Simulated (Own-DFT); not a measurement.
Simulation results for Si47N64 (beta silicon nitride with one vacancy, atoms displaced)

A calculation, not a measurement: plane-wave PBE density functional theory by an unreviewed code, no spin, of a simulated periodic cell, stress positive in tension, free energy of the whole cell less one offset for each atom, defect cell not probed for a lower state with spin; forces on such cells moved up to 12 meV/angstrom on a denser k mesh; offsets are fitted by least squares, one for each functional and potential file, so energies compare only between cells with the same atoms and settings and are not formation energies; the far tail of each file's local potential was reset to the Coulomb form; each entry is a single point on an unrelaxed cell, so the pressure reflects the starting lattice, mostly measured values (interpolated for alloys), from which strain is counted, and rises with the displacements; printed positions are rounded, which can move forces by about a meV/angstrom; the program, named Own-DFT, is a retired in-house code; no spin-orbit coupling; before rounding, a Quantum ESPRESSO 7.3.1 run of the same cell and cutoff gave forces within 1 meV/angstrom rms on each cell, which checks the program and not the settings. Program: Own-DFT development build.

Common to all runs: functional PBE; potential files PseudoDojo norm-conserving, scalar-relativistic, standard set; wave cutoff 42 hartree; occupations Fermi-Dirac; smearing width 0.1 eV; k mesh 2 x 2 x 4 centred on Gamma.

(1) 
```xyz
111
Lattice="15.2120 0.0000 0.0000 -7.6060 13.1740 0.0000 0.0000 0.0000 5.8180" Properties=species:S:1:pos:R:3:force_x:R:1:force_y:R:1:force_z:R:1 formula=Si47N64 free_energy_of_cell_above_offsets=-5.051 pressure=5.79 stress_xx=-4.63 stress_yy=-5.66 stress_zz=-7.09 stress_yz=0.82 stress_xz=-0.36 stress_xy=0.33
Si    -1.6262     5.0309     0.7563      2.038      1.966     -1.254
Si     0.2574     2.6470     0.7245     -1.547      1.415     -0.426
Si     1.3946     5.4435     0.7351     -0.906      1.182      0.549
Si     5.3892     1.4850     2.1660      0.095      2.435      -0.65
Si     3.5997     3.9303     2.1516      -0.86      0.026     -0.104
Si     2.4217     1.1592     2.2191      0.681       0.36     -1.337
N      2.3849     0.2211     0.7189      0.102      0.271       0.34
N      6.2053     2.0201     0.6865      0.457      0.014      1.491
N      2.7791     4.4765     0.7049      1.758     -1.742     -0.249
N      1.4077     6.3717     2.1628     -0.268     -0.601      0.881
N     -2.4224     4.5750     2.1687     -0.505      0.289       0.81
N      1.0133     2.1560     2.1547      0.136     -0.185      1.505
N     -0.0072     4.3985     0.7219     -0.002     -0.834     -0.035
N      3.8237     2.2271     2.2197     -0.747     -0.998     -0.552
Si    -1.6111     5.0527     3.6377      1.121      0.466     -0.224
Si     0.1999     2.6483     3.6654     -0.225      1.471     -1.946
Si     1.4380     5.4587     3.6325     -0.913       0.55     -0.791
Si     5.4155     1.5935     5.0879     -1.055     -1.785     -1.461
Si     3.6095     3.9332     5.0632     -0.847      0.206      0.675
Si     2.4361     1.1643     5.0751     -0.418     -0.534      -0.05
N      2.4206     0.1688     3.6103     -0.484       0.84      1.051
N      6.2235     1.9992     3.5648     -0.395     -0.107       1.44
N      2.8085     4.3796     3.6187     -0.266      0.544      0.033
N      1.4180     6.3638     5.1127     -0.123      0.369     -1.003
N     -2.4137     4.6637     5.0901     -1.774      -0.92      0.303
N      1.0123     2.2040     5.0623      1.188     -1.194      0.731
N     -0.0179     4.3877     3.6153      0.653     -0.218      0.314
N      3.7640     2.2188     5.0438      1.409     -0.077      0.459
Si    -5.3504    11.6753     0.7827      0.095     -0.324     -1.659
Si    -3.6208     9.2649     0.6990      1.562      0.445        0.2
Si    -2.4120    12.0834     0.7850      0.085     -2.161     -2.146
Si    -0.2250    10.4920     2.1830     -0.259     -1.851      0.168
Si    -1.4067     7.7367     2.2217      0.973      1.026     -1.835
N     -1.3994     6.8551     0.6998     -0.885     -3.054      1.958
N      2.4207     8.5440     0.7060      1.501      0.998     -0.567
N     -1.0305    10.9672     0.7261     -0.578      1.005      0.424
N     -2.3989    13.0115     2.1747      0.021     -1.415      1.384
N     -6.2454    11.1867     2.1294     -0.587     -0.081      1.952
N     -2.8082     8.8296     2.1624      0.438      -1.46      0.371
N     -3.7769    10.9760     0.7535     -0.327       0.86     -0.043
N      0.0047     8.7441     2.1865     -0.939      1.035      0.306
Si    -5.4593    11.6467     3.6679      2.153      -0.66     -1.586
Si    -3.6204     9.2170     3.6398      1.356      2.132     -0.581
Si    -2.4111    11.9976     3.6441     -1.182      1.309       0.53
Si     1.5746     8.1190     5.1058      0.555     -0.927     -0.681
Si    -0.2509    10.4621     5.1024      0.893      0.538     -0.443
Si    -1.3873     7.6766     5.0683     -0.371      2.028      0.698
N     -1.3964     6.7984     3.6407      -0.74     -1.647     -0.636
N      2.4041     8.5629     3.6154      0.485      0.212      1.552
N     -1.0568    11.0285     3.6386      1.914     -1.125      0.028
N     -2.4107    12.9552     5.1100      0.295      1.774     -0.332
N     -6.1983    11.1679     5.1051     -0.901     -0.138      0.973
N     -2.7672     8.7947     5.0687     -0.282     -0.703      0.198
N     -3.7784    10.9911     3.6210     -2.127      -0.82      0.174
N     -0.0384     8.7433     5.1513      0.095      1.023     -0.687
Si     5.9638     5.0812     0.7333      1.429       0.45     -0.352
Si     7.8210     2.7106     0.7350      0.327     -1.407     -0.215
Si     9.0134     5.4629     0.7233     -1.369     -2.238        0.8
Si    13.0306     1.5268     2.2011     -2.199     -0.621     -2.149
Si    11.1921     3.9441     2.1289      0.568     -2.626      2.866
Si     9.9690     1.1228     2.1351      2.007      0.365      1.614
N      9.9784     0.2387     0.7063      0.027     -2.231     -0.204
N     13.8376     1.9746     0.6744      0.541     -0.079      1.405
N     10.4019     4.3460     0.7407     -2.235      2.229     -1.391
N      8.9323     6.3223     2.2211      0.824      3.402     -2.443
N      5.1626     4.6343     2.1445     -0.035       0.21       1.35
N      8.6315     2.1143     2.2142     -2.133      1.734     -0.891
N      7.5535     4.3920     0.7510      1.749      1.028     -0.272
N     11.3719     2.1736     2.1999      0.965      0.366     -0.218
Si     5.9814     5.0729     3.6322      0.538     -1.108     -0.418
Si     7.7782     2.7169     3.6198      1.526     -2.094      0.594
Si     8.9648     5.4691     3.6111      0.525     -3.048      2.155
Si    12.9990     1.5182     5.0785     -0.953     -0.116     -0.168
Si    11.1725     3.9313     5.0874      1.449     -0.858     -0.446
Si    10.0401     1.1059     5.0435     -0.499      1.593      0.435
N     10.0183     0.1579     3.6272     -0.185      1.446     -1.044
N     13.8206     1.9631     3.5969      0.937      0.261      1.761
N     10.4119     4.3899     3.6394     -1.489       1.52      -0.85
N      9.0325     6.3787     5.1097     -0.057     -0.189     -0.755
N      5.1968     4.6255     5.1047     -0.715     -0.254     -0.947
N      8.5951     2.1218     5.0848     -0.121       0.67      -0.21
N      7.5929     4.3758     3.6199     -0.108      1.813      0.261
N     11.3948     2.2165     5.1171      0.418     -0.694     -0.381
Si     2.2048    11.6478     0.7600      0.212     -0.683     -0.693
Si     4.0553     9.2802     0.7260      -2.75     -1.038     -0.306
Si     5.2163    12.0559     0.7053      -1.64     -0.732      1.244
Si     9.1819     8.1324     2.1724      0.162     -0.843     -0.523
Si     7.3691    10.4673     2.1492     -0.405      2.001      0.589
Si     6.2013     7.7174     2.2417     -0.155      1.191     -2.897
N      6.2286     6.8020     0.6913     -0.235     -0.418      1.866
N     10.0297     8.5806     0.7236     -1.103     -1.027     -0.554
N      6.5201    10.9808     0.7077        1.8     -0.696      0.301
N      5.2109    12.9295     2.2310      0.512      2.228     -2.562
N      1.3409    11.1184     2.1995      1.433       1.94     -0.623
N      4.7716     8.7676     2.1954      3.008     -1.659     -1.145
N      3.8371    10.9628     0.6907     -0.755      1.728      0.503
N      7.6090     8.8077     2.0828     -0.856      -1.77      1.127
Si     2.1188    11.6807     3.6381      2.496     -2.062     -0.911
Si     4.0358     9.2521     3.5876     -3.018      0.891       2.49
Si     5.2392    12.0316     3.6156     -2.865     -0.885       1.69
Si     9.1648     8.0696     5.0891      0.965      1.806     -0.171
Si     7.4075    10.4830     5.1142     -0.727      1.018     -0.622
Si     6.2516     7.7491     5.1154     -2.087      -0.23     -0.925
N      6.2194     6.7575     3.6083      0.156      0.956      1.831
N     10.0447     8.5370     3.5871     -1.659     -0.742      1.564
N      6.5595    11.0297     3.6542      2.952      -2.01     -0.421
N      5.1796    12.9466     5.0988      0.504      1.713     -0.894
N      1.3942    11.2222     5.0648     -2.069       -0.9      1.987
N      4.8346     8.7826     5.1023      1.392     -0.878      -1.08
N      3.8102    10.9865     3.6260     -0.438      0.322     -0.233
N      7.5714     8.7788     5.1223      1.895      0.025     -0.741
```

Units: free_energy_of_cell_above_offsets in eV; pressure, stress_xx, stress_yy, stress_zz, stress_yz, stress_xz, stress_xy in GPa; force_x, force_y, force_z in eV/Å.

(2) 
```xyz
111
Lattice="15.2120 0.0000 0.0000 -7.6060 13.1740 0.0000 0.0000 0.0000 5.8180" Properties=species:S:1:pos:R:3:force_x:R:1:force_y:R:1:force_z:R:1 formula=Si47N64 free_energy_of_cell_above_offsets=-4.832 pressure=5.67 stress_xx=-4.9 stress_yy=-5.88 stress_zz=-6.23 stress_yz=0.3 stress_xz=-0.1 stress_xy=-0.6
Si    -1.5903     5.0577     0.8011      0.888      1.113     -2.108
Si     0.1983     2.6507     0.7791       1.19       1.68     -1.844
Si     1.4342     5.4291     0.7330      -0.63      1.329       0.43
Si     5.3888     1.5049     2.1799     -0.212      1.883      -0.32
Si     3.6051     3.9411     2.1752      0.594     -0.429      0.459
Si     2.4264     1.1639     2.2195      0.359     -0.309     -0.205
N      2.3801     0.2141     0.7832      0.203      0.367     -1.551
N      6.2410     2.0126     0.7003     -1.913     -1.378      0.655
N      2.7735     4.3851     0.7548      0.441      0.458      -0.45
N      1.3740     6.3720     2.2106      0.901      1.804     -1.377
N     -2.3776     4.5845     2.1865     -1.612     -0.878     -0.246
N      1.0491     2.1931     2.2099     -0.518     -0.343     -0.399
N      0.0837     4.4523     0.7201     -1.984     -2.887        0.4
N      3.7862     2.2348     2.2620      0.875      -1.13     -0.727
Si     0.1844     2.6118     3.6277      0.819      3.507      0.834
Si     1.4152     5.4521     3.6233     -2.063     -0.663      0.751
Si     5.4435     1.5058     5.0496     -1.831      2.806       0.46
Si     3.5520     3.9722     5.1015      0.994     -1.148      -0.64
Si     2.3866     1.1460     5.0445      0.894      0.531      1.876
N      2.4029     0.1522     3.6503     -0.026      1.601     -0.264
N      6.2645     2.0148     3.6087     -0.943     -0.933     -0.058
N      2.8016     4.4417     3.6026      0.271      0.498      0.819
N      1.3660     6.3555     5.0974      1.341      1.382      0.093
N     -2.4163     4.6467     5.0821     -0.837     -0.643      1.756
N      1.0186     2.1875     5.0694     -0.335     -0.327      1.039
N     -0.0129     4.4277     3.6537      0.939     -1.667     -0.106
N      3.7419     2.2542     5.0382      1.681     -1.474      0.459
Si    -5.3515    11.6626     0.7611      -2.24      0.049     -0.734
Si    -3.6310     9.3004     0.6555      1.851     -1.427      2.084
Si    -2.4356    12.0678     0.7099      0.571     -1.603      0.515
Si     1.6070     8.1349     2.2144     -1.799     -0.373     -1.809
Si    -0.1869    10.5316     2.1613     -0.309     -1.034      0.919
Si    -1.3840     7.6518     2.2294     -0.464      2.036      -1.89
N     -1.3552     6.8125     0.7068     -0.459     -0.978       1.01
N      2.4600     8.6021     0.7060     -0.304     -0.544       1.11
N     -1.0082    10.9700     0.7522     -1.842      2.008     -0.908
N     -2.4622    12.9794     2.2005      0.582      0.873     -1.678
N     -6.2372    11.2388     2.1807     -0.748     -0.635      0.564
N     -2.7863     8.7633     2.1510     -0.449      0.299     -0.196
N     -3.8061    10.9971     0.7171      1.011      0.385      -0.22
N     -0.0398     8.8318     2.1868       1.49     -1.851      0.022
Si    -5.3971    11.6469     3.6740     -0.183     -0.999     -1.429
Si    -3.5440     9.2726     3.6538     -0.708     -0.074     -2.504
Si    -2.3970    12.0642     3.5826     -0.172     -2.331       2.66
Si     1.6386     8.0959     5.1297     -1.856      0.016     -1.324
Si    -0.2095    10.4982     5.1341      0.177     -0.407     -1.342
Si    -1.4404     7.6957     5.0769      1.626     -0.799     -0.763
N     -1.4169     6.7869     3.6187      0.259     -0.184      1.877
N      2.4490     8.5933     3.5922     -1.414     -1.028      2.179
N     -0.9863    10.9688     3.6155     -1.259      1.601      1.087
N     -2.4174    13.0275     5.1209      0.335     -1.574     -1.526
N     -6.2266    11.1503     5.0605     -0.234      0.621      1.897
N     -2.7755     8.7444     5.0573     -1.119      0.924      1.138
N     -3.8032    11.0061     3.6437      0.954     -0.242      0.106
N     -0.0230     8.7828     5.1391      1.164     -0.431     -0.193
Si     6.0588     5.0859     0.7515     -0.467     -0.985     -0.478
Si     7.7773     2.6551     0.7632      2.848      0.987     -1.161
Si     9.0155     5.4572     0.7401     -0.616     -0.749      -0.14
Si    13.0243     1.4596     2.1709     -0.709      2.657     -0.509
Si    11.2159     3.9415     2.1906      1.013     -0.109     -0.146
Si    10.0706     1.1418     2.2051     -1.715     -0.101     -1.016
N     10.0178     0.2020     0.7516     -0.121      0.392     -0.844
N     13.8594     1.9938     0.6451     -1.305     -1.578      1.653
N     10.3278     4.3668     0.6923      0.377      0.324      1.494
N      8.9950     6.3800     2.1882      0.297      0.182      0.216
N      5.2116     4.5999     2.1764     -0.187      0.081      0.464
N      8.6556     2.1725     2.1700      -0.82      0.309      0.591
N      7.6320     4.4036     0.6938     -0.326     -0.205      0.441
N     11.3608     2.1748     2.1773      2.998      0.904      0.264
Si     6.0232     5.0270     3.6723     -0.477      0.574     -0.604
Si     7.8265     2.7128     3.6329      1.718     -1.026     -0.073
Si     8.9536     5.4772     3.6572      1.247     -0.766      0.424
Si    13.0193     1.4478     5.0194     -0.822      2.336      1.238
Si    11.1306     3.8818     5.0828      3.075      1.076      0.645
Si    10.0356     1.1554     5.1050      0.169     -0.593      -0.59
N      9.9790     0.1713     3.5768      0.303      0.175      2.364
N     13.8655     1.9914     3.6478     -2.091     -2.021     -1.676
N     10.4191     4.4263     3.6783     -2.064      1.105     -1.939
N      8.9731     6.4175     5.1370      0.337     -0.455     -0.956
N      5.1897     4.6039     5.1231     -0.351      0.271      0.024
N      8.6576     2.1616     5.0776     -1.483      0.659      0.498
N      7.6112     4.4003     3.6577      0.145      0.123     -0.096
N     11.4102     2.2131     5.1246      0.832     -2.074     -0.525
Si     2.1904    11.6850     0.6920      1.393     -0.567      1.756
Si     4.0616     9.2550     0.7191     -1.727      2.273      0.174
Si     5.1912    12.0217     0.7045     -0.483      0.316     -0.065
Si     9.2153     8.0948     2.2092     -1.145      0.554     -1.257
Si     7.3389    10.5101     2.2209      3.068     -1.641     -1.822
Si     6.1566     7.6943     2.1232      1.275      1.985      2.605
N      6.1730     6.7981     0.7417     -0.379     -0.547     -2.101
N     10.0412     8.5619     0.7243     -0.034     -0.006      0.452
N      6.5691    11.0124     0.7730      0.137      0.066     -1.307
N      5.1828    12.9470     2.1723      0.627      0.265     -0.237
N      1.3779    11.1774     2.1610      0.904      0.583      0.133
N      4.7486     8.7617     2.1843      2.197     -1.361     -0.573
N      3.8358    11.0366     0.7678      -1.31     -1.796     -0.424
N      7.5812     8.7558     2.1977     -0.372      0.439      -0.21
Si     2.2073    11.6309     3.6548       0.32      0.115      -1.55
Si     3.9830     9.2422     3.5988      0.692      1.155      1.137
Si     5.1945    11.9959     3.5998     -1.236      -1.13       0.08
Si     9.2699     8.1068     5.0967     -1.838      0.526     -0.363
Si     7.3508    10.5257     5.0958      1.582     -1.735      0.777
Si     6.1874     7.7394     5.0737      1.388      0.543     -0.482
N      6.2505     6.7643     3.5981      -0.93      0.226      0.833
N     10.0201     8.5642     3.6084      1.469      0.499      1.288
N      6.5744    10.9316     3.6165     -1.571      1.505      1.684
N      5.1638    12.9381     5.0247      0.641     -0.025      0.873
N      1.3874    11.2398     5.0939     -1.225     -0.737     -0.157
N      4.7899     8.8309     5.0816      1.764     -1.696     -0.816
N      3.7946    10.9345     3.6539      0.403      1.155      -0.19
N      7.6382     8.7703     5.1277     -1.365      0.495     -0.194
```

Units: free_energy_of_cell_above_offsets in eV; pressure, stress_xx, stress_yy, stress_zz, stress_yz, stress_xz, stress_xy in GPa; force_x, force_y, force_z in eV/Å.
